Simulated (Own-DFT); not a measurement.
# Misfit strain and the stress it brings: wurtzite AlGaN with randomly placed atoms, 72 atoms (Al9Ga27N36)

No measurement is shown. These are fixed-geometry runs of a retired plane-wave code named Own-DFT, which no person has reviewed; spin and spin-orbit coupling are neglected.

All runs used: PBE; PseudoDojo norm-conserving scalar-relativistic files; cutoff 42 hartree; 4 x 4 x 3 k mesh centred on Gamma; Fermi-Dirac smearing of 0.1 eV.

Limits: forces on such cells passed a denser k mesh, each cell not checked; stress not checked against mesh or cutoff.

Unstrained cell vectors in Å: (9.509, 0.000, 0.000); (-4.755, 8.235, 0.000); (0.000, 0.000, 10.268). The unstrained cell has measured lattice constants (interpolated for alloys), not those of this functional. That, the random moves and any unrelaxed bonds set the pressure at no strain. Each run strains x and y alike by e, as a substrate would, and holds the height along z. Each atom got a random Gaussian move of width 0.05 Å along each axis. The random placing of the alloy's atoms differs from row to row. Stress is positive in tension.

```
e (%),u (Å),(s_xx + s_yy)/2 (GPa),s_zz (GPa)
-3.00,0.050,-26.54,-13.17
-2.25,0.046,-21.24,-9.93
-1.75,0.051,-19.36,-9.42
-1.50,0.051,?,?
-0.75,0.048,-10.86,-9.21
-0.50,0.050,-9.63,-8.95
0.25,0.047,-6.22,-6.66
0.50,0.049,-5.56,-4.42
2.50,0.054,4.83,-5.50
2.75,0.052,5.92,-4.25
```

## Analysis

With e as a fraction, the in-plane stress is -7.5 + 559 e - 2716 e² GPa (errors 14 and 798, scatter 0.79), and s_zz is -7.6 + 135 e GPa (slope ± 24, scatter 1.33). At e = 0 the first slope is C11 + C12 and the second 2 C13, both with the ions held to the strained lattice and at the cell's own pressure. The term in e² is negative: the layer stiffens under compression and softens under tension. A free layer would change its height as e changes, and the in-plane slope would drop by 2 C13²/C33 to the biaxial modulus. At fixed height, a misfit of 1 % moves the in-plane stress by about 5.6 GPa and s_zz by 1.3 GPa.

## Test on the hidden row

Asked: what are the two stresses at e = -1.50 %?

Estimate: -16.5 and -9.6 GPa. The hidden result is -15.93 and -10.11 GPa.
